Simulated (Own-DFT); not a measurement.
# What a defect does to the pressure of its cell: zincblende GaAs

Calculated, not measured: single-point runs of Own-DFT, a retired in-house plane-wave DFT program that no person has reviewed, on unrelaxed cells, without spin or spin-orbit coupling.

All runs used: PBE; PseudoDojo norm-conserving scalar-relativistic files; cutoff 42 hartree; 3 x 3 x 3 k mesh centred on Gamma; Fermi-Dirac smearing of 0.1 eV.

Caveats (not all hold for every row): not probed for a lower state with spin; forces not confirmed at this smearing and k mesh; stress not checked against mesh or cutoff.

All runs share one cell, with vectors in Å (10.862, 0.000, 0.000); (0.000, 10.862, 0.000); (0.000, 0.000, 11.796) and a volume of 1391.7 Å³, strained against the parent crystal. The atoms are randomly displaced, by u rms on each axis. The defect's site can differ from row to row.

| cell | formula | u (Å) | P (GPa) |
|---|---|---|---|
| no defect | As32Ga32 | 0.0295 | 6.68 |
| no defect | As32Ga32 | 0.0301 | 6.63 |
| no defect | As32Ga32 | 0.0470 | 6.89 |
| one P on an As site | As31Ga32P | 0.0288 | 6.34 |
| one P on an As site | As31Ga32P | 0.0297 | 6.38 |
| one P on an As site | As31Ga32P | 0.0475 | 6.65 |
| one As vacancy and one Ga vacancy | As31Ga31 | 0.0310 | 5.89 |
| one As vacancy and one Ga vacancy | As31Ga31 | 0.0316 | 5.90 |
| one As vacancy and one Ga vacancy | As31Ga31 | 0.0490 | 6.27 |
| one Al on a Ga site | AlAs32Ga31 | 0.0296 | 6.67 |
| one Al on a Ga site | AlAs32Ga31 | 0.0297 | 6.64 |
| one Al on a Ga site | AlAs32Ga31 | 0.0501 | 7.05 |
| one In on a Ga site | As32Ga31In | 0.0288 | 7.42 |
| one In on a Ga site | As32Ga31In | 0.0298 | 7.43 |
| one In on a Ga site | As32Ga31In | 0.0302 | ? |
| one In on a Ga site | As32Ga31In | 0.0309 | 7.45 |

## What the rows give

P = P0 + c u² + a shift for each defect gives P0 = 6.43 GPa, c = 225 ± 13 GPa/Å² and a scatter of 0.03 GPa. The shifts, and each times the cell's volume:

- one In on a Ga site: 0.80 ± 0.02 GPa, 7.0 eV
- one Al on a Ga site: 0.03 ± 0.02 GPa, 0.3 eV (not resolved)
- one P on an As site: -0.27 ± 0.02 GPa, -2.4 eV
- one As vacancy and one Ga vacancy: -0.74 ± 0.02 GPa, -6.4 eV

A positive shift means that the defect pushes the cell outwards. Shift times volume (160.2 GPa Å³ is 1 eV) depends little on the cell's size, so, taken for each site, it can be compared between cells at like pressure. The atoms around the defects weren't relaxed, which would change these numbers.

## Check

The question: what pressure belongs in the blank (one In on a Ga site, u = 0.0302 Å)?

The fitted form gives 7.44 ± 0.03 GPa. The run itself gave 7.50 GPa.
